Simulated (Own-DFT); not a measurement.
# What random displacements cost in beta-Si3N4, 42 atoms (N24Si18)

These are calculations, not measurements. The program, named Own-DFT, is a retired in-house plane-wave density functional code that no person has reviewed. Each row is one single-point run on a periodic cell that was not relaxed, without spin or spin-orbit coupling.

Settings of every run: PBE; PseudoDojo norm-conserving scalar-relativistic files; cutoff 42 hartree; 3 x 3 x 3 k mesh centred on Gamma; Fermi-Dirac smearing of 0.1 eV.

Known limits, some of them of some rows only: some atoms lie very close together; forces on such cells passed a denser k mesh, each cell not checked; stress not checked against mesh or cutoff.

Cell vectors in Å: (7.606, 0.000, 0.000); (-3.803, 6.587, 0.000); (0.000, 0.000, 8.727). In each run every atom was moved at random and independently from its ideal site; u is the rms move along one axis. E is the free energy for each atom above the fitted value at u = 0, and F the rms of the force components.

```
run,u (Å),E (meV/atom),F (eV/Å),largest force (eV/Å),P (GPa)
1,0.0198,17.2,0.922,3.30,5.54
2,0.0204,?,?,?,?
3,0.0509,128.1,2.244,8.61,8.37
4,0.0523,153.7,2.467,8.82,9.40
5,0.0995,488.7,4.694,18.96,16.04
6,0.1078,485.0,3.837,13.06,16.48
7,0.1173,660.8,5.137,17.80,22.12
8,0.1447,901.0,6.244,22.21,31.78
```

## Worked fit

For small independent moves the energy grows as E = (3/2) K u², with K the mean stiffness felt by one atom. The runs with u up to 0.11 Å give K = 32.3 ± 2.3 eV/Å², with residuals divided by u² + 0.0006 Å², since the noise grows with the moves. The scatter is 16.6 meV/atom at u = 0.05 Å. The forces follow F = G u with G = 44.4 eV/Å²; no force at u = 0 is resolved. G exceeds K because the moves of its neighbours add to the force on an atom, and stiffness differs between atoms. At u = 0.145 Å the parabola gives 1014 meV/atom and the run 901. The pressure follows P = 5.90 + 966 u² GPa: at fixed volume, shortened bonds push harder than stretched ones pull.

## Withheld run

Question: what energy and rms force should run 2 give?

The fit gives 20 ± 6 meV/atom and about 0.91 eV/Å. The calculation gave 14.7 meV/atom and 0.854 eV/Å.
